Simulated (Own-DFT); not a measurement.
# Response to strain: 4H SiC, 72 atoms (C36Si36)

All numbers below are calculated, not measured. They come from Own-DFT, an in-house plane-wave density functional program, since retired, whose code no person has reviewed. Each row is one single-point run on a periodic cell that was not relaxed, without spin or spin-orbit coupling.

Settings of every run: PBE; PseudoDojo norm-conserving scalar-relativistic files; cutoff 42 hartree; 4 x 4 x 3 k mesh centred on Gamma; Fermi-Dirac smearing of 0.1 eV.

Known limits: forces on such cells passed a denser k mesh, each cell not checked; stress not checked against mesh or cutoff.

Unstrained cell vectors in Å: (9.248, 0.000, 0.000); (-4.624, 8.009, 0.000); (0.000, 0.000, 10.068). The unstrained cell has measured lattice constants (interpolated for alloys), not those of this functional. That, the random moves and any unrelaxed bonds set the pressure at no strain. Each run strains this cell uniformly, with the atoms carried along. Every atom was also moved at random, by a Gaussian of width 0.05 Å on each axis. Strain is the symmetric tensor, in per cent. Stress is positive in tension, and the pressure is minus a third of its trace.

| run | e_xx (%) | e_yy (%) | e_zz (%) | e_yz (%) | e_xz (%) | e_xy (%) | s_xx (GPa) | s_yy (GPa) | s_zz (GPa) | s_yz (GPa) | s_xz (GPa) | s_xy (GPa) | P (GPa) | E (meV/atom) |
|---|---|---|---|---|---|---|---|---|---|---|---|---|---|---|
| 1 | -1.95 | 0.25 | -1.32 | -0.46 | -1.72 | -0.72 | -18.97 | -5.43 | -14.16 | -1.61 | -5.87 | -5.83 | 12.85 | 46.0 |
| 2 | -1.96 | -0.25 | 1.16 | -1.53 | 0.14 | -0.39 | -16.52 | -6.80 | -1.06 | -4.74 | 0.42 | -2.63 | 8.12 | 40.4 |
| 3 | 1.94 | 0.18 | 1.82 | -1.44 | 1.11 | 0.85 | 5.06 | -0.57 | 3.71 | -4.21 | 2.83 | 3.36 | -2.73 | 24.8 |
| 4 | -0.95 | 0.37 | -0.47 | 1.68 | 0.13 | -1.80 | -11.37 | -4.71 | -12.41 | 5.51 | 0.41 | -9.45 | 9.49 | 70.9 |
| 5 | -0.49 | 0.88 | -1.72 | -1.17 | -1.65 | -0.50 | -7.29 | -1.96 | -17.38 | -2.91 | -5.10 | -3.25 | 8.88 | 49.4 |
| 6 | -0.20 | 0.01 | 0.50 | 0.79 | -1.08 | 1.69 | -6.28 | -5.28 | -3.02 | 2.76 | -3.65 | 7.41 | 4.86 | 23.8 |
| 7 | -1.96 | 2.00 | -0.43 | 1.42 | 0.66 | 0.02 | -14.41 | 4.81 | -8.99 | 4.69 | 2.88 | -0.77 | 6.20 | 15.7 |
| 8 | -1.86 | -0.28 | -0.16 | -0.04 | -0.85 | 1.29 | -17.49 | -6.69 | -10.07 | 0.36 | -4.26 | 6.16 | 11.42 | 49.3 |
| 9 | 1.84 | -1.65 | -1.13 | 1.13 | -2.00 | -1.46 | 2.52 | -10.75 | -16.23 | 3.18 | -7.33 | -7.76 | 8.15 | 48.9 |
| 10 | 0.92 | -0.08 | -0.65 | 1.51 | -0.31 | -1.05 | -0.02 | -6.50 | -9.47 | 5.14 | -1.71 | -5.05 | 5.33 | 34.8 |
| 11 | 1.77 | -0.91 | -1.33 | -0.07 | 1.13 | 1.31 | 3.77 | -11.61 | -12.52 | -0.39 | 3.81 | 6.20 | 6.79 | 29.1 |
| 12 | 1.76 | 1.90 | 0.18 | -1.05 | -0.82 | 1.83 | 5.49 | 5.54 | -3.14 | -3.44 | -2.13 | 7.50 | -2.63 | 19.0 |
| 13 | 0.63 | 1.12 | 1.14 | -1.45 | 1.33 | 0.11 | -0.20 | 1.05 | 1.15 | -4.87 | 4.12 | 1.72 | -0.67 | 23.8 |
| 14 | -0.27 | 0.92 | 1.19 | 0.95 | 1.90 | -1.32 | -6.59 | 0.53 | 0.96 | 3.42 | 7.11 | -6.30 | 1.70 | 24.5 |
| 15 | 0.10 | -0.02 | 1.06 | 0.06 | 0.40 | 1.23 | -4.20 | -5.16 | 2.05 | 1.09 | 1.43 | 4.49 | 2.44 | 0.0 |
| 16 | 1.19 | 0.08 | 0.42 | 1.62 | 0.17 | -0.76 | 2.90 | -4.63 | -2.41 | 6.14 | 0.62 | -3.66 | 1.38 | 5.6 |
| 17 | -1.42 | -1.09 | 0.27 | 0.64 | -0.62 | 0.79 | ? | ? | ? | ? | ? | ? | ? | ? |

E is the free energy for each atom above the lowest run shown.

## Worked fit

Each stress component was fitted by least squares to a constant and the strains of the runs shown, as fractions, with shears doubled. Shear strains stay in the fit of a normal stress only where such slopes are resolved. The slopes, in GPa:

| stress | at no strain | per e_xx | per e_yy | per e_zz | scatter |
|---|---|---|---|---|---|
| s_xx | -5.7 | 584 ± 18 | 101 ± 29 | 28 ± 25 | 1.00 |
| s_yy | -5.1 | 44 ± 22 | 497 ± 35 | 71 ± 29 | 1.20 |
| s_zz | -6.8 | 56 ± 30 | 83 ± 47 | 604 ± 40 | 1.62 |

Each shear stress against twice its own strain: yz 164 ± 6, xz 172 ± 8, xy 237 ± 10 GPa. These are stiffnesses along x, y and z of the frame in which the cell vectors are given, which need not be the crystal's axes. The atoms are held to the strained lattice; where symmetry lets them move under strain, relaxing them would lower some slopes. The table should be nearly symmetric about its diagonal, and what it lacks of that shows the noise. A ninth of its sum, 230 ± 6 GPa, estimates the bulk modulus near the mean pressure of these runs, 5.1 GPa, so it lies above the value at zero pressure.

## Withheld run

Question: what normal stresses and pressure should run 17 give?

The fit gives s_xx = -15.0, s_yy = -10.9, s_zz = -6.9 and P = 10.9 GPa. The calculation gave -13.80, -10.00, -6.82 and P = 10.21 GPa.
